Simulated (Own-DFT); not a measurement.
# Computed records: Si23GeO48 (quartz with substituted atoms, atoms displaced)

A calculation, not a measurement: plane-wave PBE and HSE06 DFT by an unreviewed code, no spin, of a simulated cell at Gamma alone, so results move with cell size and shape, stress positive in tension, energies less offsets, not probed for a lower state with spin; oxygen file: force components 24 meV/angstrom off all-electron in a glass; k mesh not checked against a denser one; forces and stress are PBE's, HSE06 gives the energy alone, and its difference from PBE has offsets of its own; offsets are fitted by least squares, one for each functional and potential file, so energies compare only between cells with the same atoms and settings and are not formation energies; the far tail of each file's local potential was reset to the Coulomb form; each entry is a single point on an unrelaxed cell, so the pressure reflects the starting lattice, mostly measured values (interpolated for alloys), from which strain is counted, and rises with the displacements; printed positions are rounded, which can move forces by about a meV/angstrom; the program, named Own-DFT, is a retired in-house code; no spin-orbit coupling. Program: Own-DFT development build.

Settings shared by all entries: first functional PBE; second functional HSE06; exact exchange share 0.25; screening 0.11 1/bohr; exchange divergence Gygi-Baldereschi; potential files PseudoDojo norm-conserving, scalar-relativistic, made for PBE, standard set; wave cutoff 48 hartree; occupations fixed; k mesh 1 x 1 x 1 centred on Gamma.

```yaml
- entry: 1
  formula: Si23GeO48
  kind: "quartz with substituted atoms, atoms displaced"
  structure:
    cell_angstrom: [[9.8268, 0.0, 0.0], [-4.9134, 8.5103, 0.0], [0.0, 0.0, 10.8104]]
    atoms_fractional:
      - [Si, 0.24006, 0.99758, 0.99955]
      - [Si, 0.99719, 0.23206, 0.34486]
      - [Si, 0.2584, 0.25643, 0.16438]
      - [O, 0.2046, 0.13907, 0.05621]
      - [O, 0.4203, 0.28677, 0.23209]
      - [O, 0.36005, 0.07044, 0.40087]
      - [O, 0.07303, 0.366, 0.43885]
      - [O, 0.14179, 0.21402, 0.27132]
      - [O, 0.30227, 0.42916, 0.10254]
      - [Si, 0.24008, 0.00322, 0.50586]
      - [Si, 0.99124, 0.22976, 0.83747]
      - [Si, 0.27023, 0.26053, 0.66589]
      - [O, 0.20364, 0.13339, 0.56515]
      - [O, 0.42589, 0.28711, 0.72712]
      - [O, 0.36364, 0.07242, 0.89321]
      - [O, 0.08213, 0.36397, 0.9457]
      - [O, 0.13841, 0.20862, 0.78018]
      - [O, 0.30306, 0.43022, 0.6004]
      - [Si, 0.23865, 0.50117, 0.0062]
      - [Si, 0.00249, 0.73704, 0.32729]
      - [Si, 0.25774, 0.76372, 0.16674]
      - [O, 0.20355, 0.63047, 0.06544]
      - [O, 0.4263, 0.79903, 0.22457]
      - [O, 0.3612, 0.57195, 0.39812]
      - [O, 0.0769, 0.8676, 0.44008]
      - [O, 0.13372, 0.70139, 0.26712]
      - [O, 0.29566, 0.92978, 0.1142]
      - [Si, 0.24082, 0.50888, 0.49654]
      - [Si, 0.00295, 0.73158, 0.83889]
      - [Si, 0.26123, 0.75867, 0.66234]
      - [O, 0.20967, 0.63326, 0.56888]
      - [O, 0.43432, 0.79723, 0.72712]
      - [O, 0.3684, 0.56909, 0.89716]
      - [O, 0.07291, 0.85904, 0.94116]
      - [O, 0.14, 0.70621, 0.77527]
      - [O, 0.2838, 0.93007, 0.6082]
      - [Si, 0.73484, 0.00106, 0.00071]
      - [Si, 0.49807, 0.23582, 0.32799]
      - [Si, 0.76772, 0.26334, 0.17034]
      - [O, 0.69533, 0.12904, 0.06261]
      - [O, 0.93004, 0.29615, 0.23199]
      - [O, 0.88014, 0.08019, 0.38252]
      - [O, 0.57058, 0.36001, 0.44459]
      - [O, 0.6295, 0.20696, 0.27379]
      - [O, 0.80188, 0.43291, 0.10544]
      - [Si, 0.73571, 0.0096, 0.49432]
      - [Si, 0.50019, 0.24107, 0.83999]
      - [Si, 0.77229, 0.26784, 0.66763]
      - [O, 0.70037, 0.12826, 0.56471]
      - [O, 0.92302, 0.28401, 0.71778]
      - [O, 0.87138, 0.0847, 0.89631]
      - [O, 0.58112, 0.37418, 0.94367]
      - [O, 0.63897, 0.21036, 0.77531]
      - [O, 0.79689, 0.42617, 0.60779]
      - [Si, 0.73748, 0.49804, 0.99702]
      - [Si, 0.50516, 0.74396, 0.33393]
      - [Si, 0.75566, 0.76018, 0.16501]
      - [O, 0.71354, 0.6348, 0.05793]
      - [O, 0.91933, 0.80185, 0.22545]
      - [O, 0.86339, 0.5697, 0.39001]
      - [O, 0.58014, 0.86742, 0.45192]
      - [O, 0.63966, 0.7127, 0.27097]
      - [O, 0.80276, 0.94493, 0.10851]
      - [Si, 0.73773, 0.50116, 0.4946]
      - [Ge, 0.49503, 0.72443, 0.83747]
      - [Si, 0.76973, 0.75709, 0.67084]
      - [O, 0.70747, 0.63313, 0.56476]
      - [O, 0.92256, 0.79528, 0.72802]
      - [O, 0.86807, 0.57105, 0.89349]
      - [O, 0.56623, 0.85406, 0.94552]
      - [O, 0.64129, 0.71949, 0.7775]
      - [O, 0.79071, 0.93367, 0.61037]
  results:
    "PBE_energy_of_cell_above_offsets [eV]": "-14.652"
    "HSE06_less_PBE_above_offsets [eV]": "-0.277"
    "PBE_pressure [GPa]": 11.91
    "PBE_stress_xx [GPa]": -10.34
    "PBE_stress_yy [GPa]": -12.07
    "PBE_stress_zz [GPa]": -13.32
    "PBE_stress_yz [GPa]": -0.24
    "PBE_stress_xz [GPa]": 1.78
    "PBE_stress_xy [GPa]": -4.14
    force_element: [Si, Si, Si, O, O, O, O, O, O, Si, Si, Si, O, O, O, O, O, O, Si, Si, Si, O, O, O, O, O, O, Si, Si, Si, O, O, O, O, O, O, Si, Si, Si, O, O, O, O, O, O, Si, Si, Si, O, O, O, O, O, O, Si, Si, Si, O, O, O, O, O, O, Si, Ge, Si, O, O, O, O, O, O]
    "force_x [eV/angstrom]": [-2.924, 4.893, 0.804, 1.646, -2.032, 2.915, 0.357, -3.339, 1.64, -4.823, 4.79, -4.124, -0.024, 1.523, 1.269, -1.751, -0.43, 0.034, -0.517, -1.633, 3.797, -0.143, 1.16, 4.325, -0.278, -3.64, -0.816, -2.331, -0.336, 1.493, -0.261, -4.602, -2.816, 0.626, -1.527, 3.865, -2.059, 0.351, -0.404, 0.136, -0.344, -5.168, -0.01, 1.709, 0.597, 4.847, 2.399, -4.367, -0.905, 4.684, -2.792, -2.846, -1.533, -0.697, 1.735, -0.942, 2.023, -0.767, 3.167, 1.594, -2.356, -4.06, 1.334, -1.183, -0.287, -6.637, 0.543, 6.769, 0.61, 1.151, 5.918, 1.0]
    "force_y [eV/angstrom]": [0.365, 8.336, 3.89, -3.699, 1.182, 2.752, 3.183, -0.804, -1.285, 0.28, 6.61, 3.064, -2.057, 0.859, 0.913, -0.809, 0.284, -0.905, -0.185, 0.761, 1.076, -0.275, -0.266, 4.863, -1.092, -1.259, 1.219, -4.949, -0.139, 6.747, -4.07, 1.163, -7.624, 2.295, -0.347, -3.861, -0.767, -1.929, 1.093, 0.34, -0.033, -11.18, 0.356, -0.356, -1.437, 0.01, -1.376, -1.289, 1.361, 0.703, -6.167, -2.895, 0.224, 1.63, 2.349, -1.145, 3.961, -0.021, -0.476, 1.74, -3.313, -1.334, -3.111, -1.388, 3.198, 3.681, -2.237, 0.343, -0.35, 6.051, -1.374, -1.077]
    "force_z [eV/angstrom]": [1.612, -7.832, 0.262, -2.79, -3.157, -3.673, 2.956, 3.052, 2.392, -2.202, -3.864, 1.759, -2.271, 0.618, -0.826, -0.912, -0.595, 0.686, -1.552, 1.041, -1.613, -1.156, 1.286, -5.917, -0.95, 3.56, -1.072, 4.836, -3.882, 5.219, -4.886, -4.157, 3.326, 2.26, 0.937, 4.624, -0.886, 5.1, -1.013, -0.185, -0.146, 5.385, -0.512, -0.569, 1.038, 3.05, -1.916, -1.037, -0.763, 2.804, 2.843, -1.332, 1.297, -1.387, 2.778, 0.381, -3.574, -0.442, 1.526, -2.157, -3.535, 3.559, 1.642, 3.23, -3.497, -1.967, -2.332, 3.628, -0.973, 5.499, -2.084, -0.57]
- entry: 2
  formula: Si23GeO48
  kind: "quartz with substituted atoms, atoms displaced"
  structure:
    cell_angstrom: [[9.8268, 0.0, 0.0], [-4.9134, 8.5103, 0.0], [0.0, 0.0, 10.8104]]
    atoms_fractional:
      - [Si, 0.23252, 0.99398, 0.99962]
      - [Si, 0.99559, 0.23006, 0.33834]
      - [Si, 0.27031, 0.26806, 0.16485]
      - [O, 0.19925, 0.13632, 0.06098]
      - [O, 0.42595, 0.29274, 0.22615]
      - [O, 0.37023, 0.07232, 0.39306]
      - [O, 0.06322, 0.36398, 0.43341]
      - [O, 0.1256, 0.20331, 0.27402]
      - [O, 0.2978, 0.42154, 0.11249]
      - [Si, 0.22818, 0.99799, 0.49572]
      - [Si, 0.99205, 0.23788, 0.83216]
      - [Si, 0.25648, 0.26239, 0.67092]
      - [O, 0.21346, 0.13043, 0.56494]
      - [O, 0.42611, 0.2914, 0.72385]
      - [O, 0.35827, 0.05838, 0.88491]
      - [O, 0.07848, 0.3607, 0.94332]
      - [O, 0.13037, 0.1966, 0.77469]
      - [O, 0.29211, 0.42259, 0.61168]
      - [Si, 0.23809, 0.49807, 0.00477]
      - [Si, 0.00729, 0.74229, 0.33592]
      - [Si, 0.26733, 0.7617, 0.16302]
      - [O, 0.20906, 0.63509, 0.06223]
      - [O, 0.42336, 0.79077, 0.22507]
      - [O, 0.35251, 0.5616, 0.39044]
      - [O, 0.07465, 0.87152, 0.44775]
      - [O, 0.13092, 0.70672, 0.2697]
      - [O, 0.28484, 0.92548, 0.10445]
      - [Si, 0.23561, 0.49495, 0.50196]
      - [Si, 0.00465, 0.73403, 0.83319]
      - [Si, 0.26935, 0.76644, 0.67265]
      - [O, 0.20534, 0.63302, 0.5639]
      - [O, 0.42349, 0.79176, 0.72512]
      - [O, 0.35423, 0.56918, 0.88939]
      - [O, 0.07739, 0.8671, 0.93729]
      - [O, 0.13133, 0.71233, 0.77625]
      - [O, 0.29003, 0.92694, 0.60133]
      - [Si, 0.74151, 0.99825, 0.00584]
      - [Si, 0.49089, 0.22208, 0.3401]
      - [Si, 0.76048, 0.2584, 0.17352]
      - [O, 0.70544, 0.12481, 0.05836]
      - [O, 0.93993, 0.30605, 0.23029]
      - [O, 0.86497, 0.07768, 0.39715]
      - [O, 0.57414, 0.37658, 0.44385]
      - [O, 0.62843, 0.20944, 0.28103]
      - [O, 0.79282, 0.42189, 0.10676]
      - [Si, 0.72963, 0.00243, 0.50172]
      - [Si, 0.49738, 0.22913, 0.83515]
      - [Si, 0.76787, 0.26121, 0.66803]
      - [O, 0.70755, 0.14005, 0.55247]
      - [O, 0.9237, 0.29267, 0.72146]
      - [O, 0.87085, 0.07714, 0.89189]
      - [O, 0.56662, 0.36339, 0.94529]
      - [O, 0.63064, 0.21456, 0.76964]
      - [O, 0.80004, 0.4334, 0.59757]
      - [Si, 0.73391, 0.50384, 0.00271]
      - [Si, 0.50195, 0.73903, 0.34105]
      - [Si, 0.76898, 0.76298, 0.16651]
      - [O, 0.70398, 0.62948, 0.05915]
      - [O, 0.91361, 0.77546, 0.22719]
      - [O, 0.86093, 0.57031, 0.38901]
      - [O, 0.55838, 0.8591, 0.44527]
      - [O, 0.62217, 0.69685, 0.27058]
      - [O, 0.7852, 0.93263, 0.11316]
      - [Si, 0.72645, 0.50327, 0.50048]
      - [Ge, 0.49653, 0.73309, 0.83016]
      - [Si, 0.75529, 0.76403, 0.67344]
      - [O, 0.69991, 0.62293, 0.55808]
      - [O, 0.91715, 0.78641, 0.72526]
      - [O, 0.86611, 0.57866, 0.88666]
      - [O, 0.57155, 0.86398, 0.93847]
      - [O, 0.63311, 0.70907, 0.77304]
      - [O, 0.80121, 0.92251, 0.60483]
  results:
    "PBE_energy_of_cell_above_offsets [eV]": "-15.284"
    "HSE06_less_PBE_above_offsets [eV]": "-0.219"
    "PBE_pressure [GPa]": 11.42
    "PBE_stress_xx [GPa]": -13.12
    "PBE_stress_yy [GPa]": -11.02
    "PBE_stress_zz [GPa]": -10.12
    "PBE_stress_yz [GPa]": -0.79
    "PBE_stress_xz [GPa]": 0.0
    "PBE_stress_xy [GPa]": -0.06
    force_element: [Si, Si, Si, O, O, O, O, O, O, Si, Si, Si, O, O, O, O, O, O, Si, Si, Si, O, O, O, O, O, O, Si, Si, Si, O, O, O, O, O, O, Si, Si, Si, O, O, O, O, O, O, Si, Si, Si, O, O, O, O, O, O, Si, Si, Si, O, O, O, O, O, O, Si, Ge, Si, O, O, O, O, O, O]
    "force_x [eV/angstrom]": [-1.908, 1.029, -1.004, 1.593, 2.061, -2.52, 1.607, 2.283, -2.363, 4.135, 4.196, 3.828, -1.585, -0.138, 0.435, -0.893, -3.449, -0.95, -0.235, -1.438, -2.295, 0.406, 2.088, 1.984, -3.568, 0.725, 2.462, -3.455, -5.451, -4.928, 0.763, -0.531, -0.533, -1.729, 5.21, 1.575, -2.964, -0.404, 1.553, -1.837, -3.1, -1.341, -2.949, 3.107, -0.363, 1.898, -2.963, -6.025, -0.67, 3.264, -1.224, 0.343, 2.914, 1.574, 2.904, -1.209, -5.138, -1.962, 2.943, 0.596, 1.051, 0.793, 4.483, 6.845, -0.44, 5.069, -5.02, 1.534, -1.386, 1.205, 2.227, -2.717]
    "force_y [eV/angstrom]": [4.07, 1.448, -4.394, -2.593, -0.586, -5.826, 3.564, -0.188, 5.45, 3.327, 0.016, -1.172, 1.155, -0.06, 0.859, 0.245, 0.0, 1.642, -0.634, -3.55, 2.454, -2.742, 0.511, 2.567, -4.262, 0.461, -1.629, -0.577, 1.846, 0.381, -0.925, 2.79, -3.052, -0.923, -0.719, -1.556, 0.372, 9.321, 1.157, 2.857, -1.261, -3.497, -5.61, -0.76, 0.159, -2.236, 1.087, 3.398, -0.202, 0.776, -2.179, -0.129, -0.813, -2.689, -3.542, -4.932, -0.1, 2.841, 1.852, 1.935, 3.647, 0.97, -3.935, -2.107, -1.115, -1.546, 7.114, 0.243, -2.802, 4.346, -2.539, 2.512]
    "force_z [eV/angstrom]": [-1.094, -3.315, 3.364, -2.036, 1.71, 2.496, 4.456, -0.988, -2.832, 3.078, 0.339, -0.481, -0.36, 0.973, 0.422, 0.006, 1.863, -0.891, 0.538, 1.111, 2.169, -2.56, 1.574, -1.529, -3.558, -0.037, 2.76, 0.31, -0.441, -3.739, -0.155, -3.072, 1.076, 0.115, -2.135, 1.542, -5.974, -1.688, -0.89, 2.222, -1.604, 0.894, -3.306, -1.466, -0.39, 0.168, 0.059, -3.474, 0.938, 1.376, 1.152, -0.255, -0.632, 2.403, -2.289, -4.261, -0.187, 1.091, 0.861, -0.186, 3.17, -0.263, 4.44, -2.135, 2.774, -4.865, 4.78, 1.066, 2.54, 4.374, 0.834, -1.955]
- entry: 3
  formula: Si23GeO48
  kind: "quartz with substituted atoms, atoms displaced"
  structure:
    cell_angstrom: [[9.8268, 0.0, 0.0], [-4.9134, 8.5103, 0.0], [0.0, 0.0, 10.8104]]
    atoms_fractional:
      - [Si, 0.23302, 0.99955, 0.00091]
      - [Si, 0.00212, 0.24326, 0.33348]
      - [Si, 0.26289, 0.25836, 0.16034]
      - [O, 0.21308, 0.13155, 0.06496]
      - [O, 0.42886, 0.2939, 0.22338]
      - [O, 0.3677, 0.07566, 0.39905]
      - [O, 0.08013, 0.3739, 0.44972]
      - [O, 0.13455, 0.20475, 0.27638]
      - [O, 0.28967, 0.42621, 0.11127]
      - [Si, 0.23559, 0.00619, 0.50104]
      - [Si, 0.99697, 0.23915, 0.83465]
      - [Si, 0.26473, 0.2632, 0.67119]
      - [O, 0.19455, 0.13204, 0.56196]
      - [O, 0.42516, 0.29485, 0.72699]
      - [O, 0.35688, 0.07108, 0.89378]
      - [O, 0.07645, 0.36757, 0.94502]
      - [O, 0.13037, 0.21633, 0.76854]
      - [O, 0.28466, 0.41983, 0.61211]
      - [Si, 0.23816, 0.50614, 0.00474]
      - [Si, 0.99629, 0.73945, 0.32822]
      - [Si, 0.26875, 0.76514, 0.17455]
      - [O, 0.2038, 0.63853, 0.06704]
      - [O, 0.4284, 0.79237, 0.22723]
      - [O, 0.36522, 0.56551, 0.38988]
      - [O, 0.06924, 0.86298, 0.43447]
      - [O, 0.12944, 0.70463, 0.2697]
      - [O, 0.29726, 0.92785, 0.10236]
      - [Si, 0.23231, 0.49374, 0.49875]
      - [Si, 0.99425, 0.73358, 0.83778]
      - [Si, 0.27158, 0.77493, 0.65967]
      - [O, 0.21089, 0.63565, 0.55418]
      - [O, 0.42984, 0.7873, 0.72603]
      - [O, 0.36446, 0.56897, 0.89378]
      - [O, 0.06479, 0.86476, 0.93364]
      - [O, 0.14363, 0.70892, 0.77227]
      - [O, 0.28955, 0.9239, 0.60866]
      - [Si, 0.73788, 0.00347, 0.00161]
      - [Si, 0.50062, 0.2302, 0.33336]
      - [Si, 0.76103, 0.25912, 0.17022]
      - [O, 0.69638, 0.12538, 0.06312]
      - [O, 0.92936, 0.29021, 0.21031]
      - [O, 0.87084, 0.07875, 0.39505]
      - [O, 0.57616, 0.37553, 0.43823]
      - [O, 0.64165, 0.21633, 0.27931]
      - [O, 0.79977, 0.42591, 0.10666]
      - [Si, 0.73056, 0.99726, 0.50153]
      - [Si, 0.50639, 0.24067, 0.8381]
      - [Si, 0.77162, 0.26799, 0.66407]
      - [O, 0.70876, 0.12433, 0.55852]
      - [O, 0.931, 0.28893, 0.73207]
      - [O, 0.86023, 0.07316, 0.89195]
      - [O, 0.56473, 0.36549, 0.93865]
      - [O, 0.64068, 0.2159, 0.76705]
      - [O, 0.7954, 0.42907, 0.60933]
      - [Si, 0.73012, 0.49739, 0.00287]
      - [Si, 0.50758, 0.73728, 0.32827]
      - [Si, 0.76519, 0.75853, 0.16069]
      - [O, 0.6995, 0.63019, 0.06179]
      - [O, 0.93422, 0.79379, 0.21771]
      - [O, 0.86854, 0.5693, 0.39105]
      - [O, 0.583, 0.8655, 0.43976]
      - [O, 0.63416, 0.70634, 0.27615]
      - [O, 0.79223, 0.92271, 0.1064]
      - [Ge, 0.72982, 0.49338, 0.50077]
      - [Si, 0.50374, 0.73568, 0.83146]
      - [Si, 0.75877, 0.75611, 0.67076]
      - [O, 0.70367, 0.62991, 0.55226]
      - [O, 0.92651, 0.79528, 0.72015]
      - [O, 0.86154, 0.5702, 0.88991]
      - [O, 0.57348, 0.8706, 0.94387]
      - [O, 0.64156, 0.70979, 0.77679]
      - [O, 0.78306, 0.92389, 0.6011]
  results:
    "PBE_energy_of_cell_above_offsets [eV]": "-17.006"
    "HSE06_less_PBE_above_offsets [eV]": "-0.320"
    "PBE_pressure [GPa]": 10.81
    "PBE_stress_xx [GPa]": -10.82
    "PBE_stress_yy [GPa]": -10.63
    "PBE_stress_zz [GPa]": -11.0
    "PBE_stress_yz [GPa]": -2.38
    "PBE_stress_xz [GPa]": -1.07
    "PBE_stress_xy [GPa]": 0.34
    force_element: [Si, Si, Si, O, O, O, O, O, O, Si, Si, Si, O, O, O, O, O, O, Si, Si, Si, O, O, O, O, O, O, Si, Si, Si, O, O, O, O, O, O, Si, Si, Si, O, O, O, O, O, O, Si, Si, Si, O, O, O, O, O, O, Si, Si, Si, O, O, O, O, O, O, Ge, Si, Si, O, O, O, O, O, O]
    "force_x [eV/angstrom]": [-0.035, 0.67, -1.069, -1.284, 0.836, 0.985, -5.31, -0.05, 0.557, -2.355, 3.852, -1.235, 1.01, 2.413, 2.024, -0.572, -0.045, 0.065, -1.021, 2.116, -1.942, 1.053, 0.914, 0.601, 1.018, -0.553, 0.552, 4.864, 2.627, 2.23, -0.078, -1.235, 0.931, 0.623, -2.636, -2.048, -0.455, -2.356, 0.666, -0.811, 1.874, -0.414, -6.779, 0.328, -1.356, 3.606, -1.2, 1.433, -3.679, -5.199, 1.021, 0.687, -1.896, 3.82, 1.429, -2.575, -0.787, 0.107, -2.416, 2.057, -2.719, 4.117, 0.273, 5.152, -0.777, 1.037, -4.423, 1.615, -1.034, -0.239, -1.915, 3.338]
    "force_y [eV/angstrom]": [-2.755, -0.708, 4.056, -2.226, -0.602, -0.036, -6.534, 0.436, -0.121, -2.328, -1.256, 0.195, -0.879, -0.143, 2.21, -0.267, -1.45, 1.711, -0.12, -3.455, 1.402, -1.863, 1.04, 1.418, 3.115, 0.016, -0.821, 5.91, -0.943, -6.5, 1.009, 1.007, 1.287, 3.467, 0.104, 5.39, -1.46, 3.046, 1.01, 0.906, 0.063, 0.402, -9.212, -1.192, 0.273, 0.131, -4.179, -0.993, 5.529, 2.022, 0.718, 3.008, -0.818, -1.918, -0.589, -1.869, 2.965, -2.577, 0.451, 2.01, -2.482, -0.304, 0.322, 3.933, -0.302, 2.418, 6.056, -0.447, -1.378, -1.571, -1.415, -3.32]
    "force_z [eV/angstrom]": [-0.711, -0.092, 5.259, -2.852, 0.51, -0.923, -4.714, -0.475, 0.091, 0.701, 4.038, -1.233, -0.51, 1.245, -2.177, -0.03, 2.0, -1.016, -0.189, 1.546, -1.994, -1.786, -0.047, -0.604, 2.342, 1.296, 1.358, 3.033, -5.525, 2.794, 0.514, -1.781, -0.443, 3.626, 1.287, -2.68, 0.202, 0.395, -2.382, 0.645, 2.413, -0.221, -5.653, 0.852, -0.808, -3.275, -4.042, -0.712, 3.062, -5.14, -0.561, 3.265, 2.183, 3.873, -0.4, 3.845, 3.911, -2.445, -2.18, -3.069, -2.17, -2.584, 0.016, -0.177, 2.668, -5.807, 4.254, 1.374, 1.17, -1.266, 2.702, 4.204]
- entry: 4
  formula: Si23GeO48
  kind: "quartz with substituted atoms, atoms displaced"
  structure:
    cell_angstrom: [[9.8268, 0.0, 0.0], [-4.9134, 8.5103, 0.0], [0.0, 0.0, 10.8104]]
    atoms_fractional:
      - [Si, 0.23591, 0.99636, 0.9974]
      - [Si, 0.99256, 0.22994, 0.33366]
      - [Si, 0.26687, 0.25992, 0.16386]
      - [O, 0.19282, 0.11528, 0.06361]
      - [O, 0.42439, 0.29309, 0.22585]
      - [O, 0.35203, 0.06512, 0.38851]
      - [O, 0.0613, 0.36187, 0.43535]
      - [O, 0.13725, 0.21273, 0.2764]
      - [O, 0.28714, 0.41897, 0.11093]
      - [Si, 0.23493, 0.99848, 0.50374]
      - [Si, 0.00646, 0.23862, 0.83493]
      - [Ge, 0.26449, 0.2673, 0.6686]
      - [O, 0.20668, 0.13405, 0.55633]
      - [O, 0.41608, 0.2884, 0.72977]
      - [O, 0.35392, 0.06834, 0.88742]
      - [O, 0.06753, 0.36119, 0.94037]
      - [O, 0.13508, 0.21129, 0.77294]
      - [O, 0.29376, 0.42318, 0.5971]
      - [Si, 0.24125, 0.50622, 0.99975]
      - [Si, 0.99649, 0.73512, 0.3287]
      - [Si, 0.25991, 0.75398, 0.16726]
      - [O, 0.20979, 0.63341, 0.06673]
      - [O, 0.42571, 0.79407, 0.22709]
      - [O, 0.36577, 0.57066, 0.39415]
      - [O, 0.06232, 0.85896, 0.42892]
      - [O, 0.13969, 0.70993, 0.28004]
      - [O, 0.29237, 0.9324, 0.10801]
      - [Si, 0.24034, 0.49592, 0.50172]
      - [Si, 0.99021, 0.72654, 0.82886]
      - [Si, 0.26905, 0.76423, 0.67586]
      - [O, 0.20439, 0.62574, 0.56109]
      - [O, 0.42518, 0.78522, 0.72541]
      - [O, 0.37006, 0.57321, 0.89505]
      - [O, 0.08192, 0.86884, 0.9358]
      - [O, 0.13773, 0.70358, 0.76388]
      - [O, 0.28953, 0.92677, 0.60867]
      - [Si, 0.73131, 0.00253, 0.99944]
      - [Si, 0.50461, 0.24342, 0.33915]
      - [Si, 0.76077, 0.26393, 0.16704]
      - [O, 0.70547, 0.13698, 0.06472]
      - [O, 0.92046, 0.2855, 0.22501]
      - [O, 0.86736, 0.08192, 0.3951]
      - [O, 0.5726, 0.36183, 0.44252]
      - [O, 0.63459, 0.20574, 0.27326]
      - [O, 0.79365, 0.43098, 0.10678]
      - [Si, 0.73813, 0.01061, 0.5011]
      - [Si, 0.49876, 0.24227, 0.82843]
      - [Si, 0.76922, 0.27059, 0.66893]
      - [O, 0.71168, 0.13304, 0.5568]
      - [O, 0.93748, 0.29407, 0.734]
      - [O, 0.86332, 0.07292, 0.89219]
      - [O, 0.58064, 0.38288, 0.93849]
      - [O, 0.64639, 0.20886, 0.77585]
      - [O, 0.79083, 0.43091, 0.60794]
      - [Si, 0.73401, 0.50958, 0.00381]
      - [Si, 0.50294, 0.73655, 0.33107]
      - [Si, 0.75886, 0.76312, 0.17167]
      - [O, 0.71241, 0.64058, 0.05931]
      - [O, 0.93544, 0.78841, 0.22321]
      - [O, 0.85167, 0.56356, 0.38597]
      - [O, 0.56168, 0.86518, 0.44161]
      - [O, 0.6391, 0.71505, 0.27732]
      - [O, 0.79603, 0.93046, 0.10506]
      - [Si, 0.7427, 0.50435, 0.50191]
      - [Si, 0.49483, 0.72707, 0.84128]
      - [Si, 0.76689, 0.76337, 0.65984]
      - [O, 0.69711, 0.63086, 0.5588]
      - [O, 0.92744, 0.78964, 0.71515]
      - [O, 0.86166, 0.56973, 0.88963]
      - [O, 0.56755, 0.87346, 0.94548]
      - [O, 0.64193, 0.71972, 0.77709]
      - [O, 0.7881, 0.92403, 0.60375]
  results:
    "PBE_energy_of_cell_above_offsets [eV]": "-15.272"
    "HSE06_less_PBE_above_offsets [eV]": "-0.313"
    "PBE_pressure [GPa]": 11.69
    "PBE_stress_xx [GPa]": -11.18
    "PBE_stress_yy [GPa]": -9.3
    "PBE_stress_zz [GPa]": -14.59
    "PBE_stress_yz [GPa]": 0.95
    "PBE_stress_xz [GPa]": 0.45
    "PBE_stress_xy [GPa]": 0.84
    force_element: [Si, Si, Si, O, O, O, O, O, O, Si, Si, Ge, O, O, O, O, O, O, Si, Si, Si, O, O, O, O, O, O, Si, Si, Si, O, O, O, O, O, O, Si, Si, Si, O, O, O, O, O, O, Si, Si, Si, O, O, O, O, O, O, Si, Si, Si, O, O, O, O, O, O, Si, Si, Si, O, O, O, O, O, O]
    "force_x [eV/angstrom]": [-0.438, 2.858, -2.446, -0.64, 2.555, 1.745, 1.611, 0.034, -0.812, -2.115, -0.392, -2.75, -0.433, 7.947, 2.827, 1.684, -2.809, 1.736, -1.65, 3.3, -1.365, 0.199, 0.769, 1.457, 1.098, -0.364, 2.142, -6.065, 2.854, 1.195, -0.009, 2.882, -0.61, -2.338, -6.742, 1.488, 1.146, -0.958, 0.781, -0.008, -0.04, -0.935, 0.474, -2.233, -0.061, 1.627, 3.152, 3.452, -3.927, -4.892, 0.367, -2.004, -4.065, 1.814, 3.514, -3.208, 3.986, -2.208, -5.706, 1.472, 1.62, 0.308, 0.208, -3.337, 2.536, -2.518, 0.478, 1.478, -0.109, -1.082, 0.043, 0.431]
    "force_y [eV/angstrom]": [0.431, 3.229, -2.405, 2.134, 0.535, 2.335, 2.963, -0.478, 2.55, -1.48, -3.608, -2.03, -2.082, 2.427, 3.527, 4.167, -2.518, 2.341, -4.516, -4.293, 6.682, -3.508, -0.116, 1.048, 4.304, -0.891, -2.972, 1.209, 3.007, 0.871, 1.267, 0.364, -3.313, -4.04, -2.362, -1.283, 1.18, -5.544, 2.258, -2.053, 0.58, -4.344, 3.264, -0.142, 0.036, -6.653, -1.986, -0.394, 5.843, 1.429, 0.325, -3.272, -0.246, -1.078, -2.078, -0.267, 3.444, 1.777, 0.973, 1.63, 1.679, -1.347, -1.209, -0.348, 6.615, 1.351, -1.57, -0.05, -0.511, -2.566, -0.661, 0.442]
    "force_z [eV/angstrom]": [1.858, -2.88, 1.078, 0.428, 1.062, -0.924, 2.697, -0.311, -2.366, -2.923, 1.778, -4.803, -1.889, 2.292, -2.575, 3.075, 4.759, 1.624, 2.092, 1.436, 3.446, -4.344, -0.583, -1.79, 5.219, -0.109, 1.595, -4.391, -0.19, -8.163, 1.134, 2.021, 0.923, -2.604, 6.184, 1.703, 0.857, -3.911, 0.518, -2.532, -0.648, 1.093, 3.684, 1.929, 0.165, -2.754, 3.763, -1.342, 3.928, -4.758, -0.323, -2.301, 2.097, 2.15, -0.559, 2.624, -2.386, 1.009, -4.845, -1.422, 0.563, 1.107, 0.931, -1.602, -3.067, 1.663, -1.23, 0.887, 0.384, -1.388, 0.209, -0.048]
```
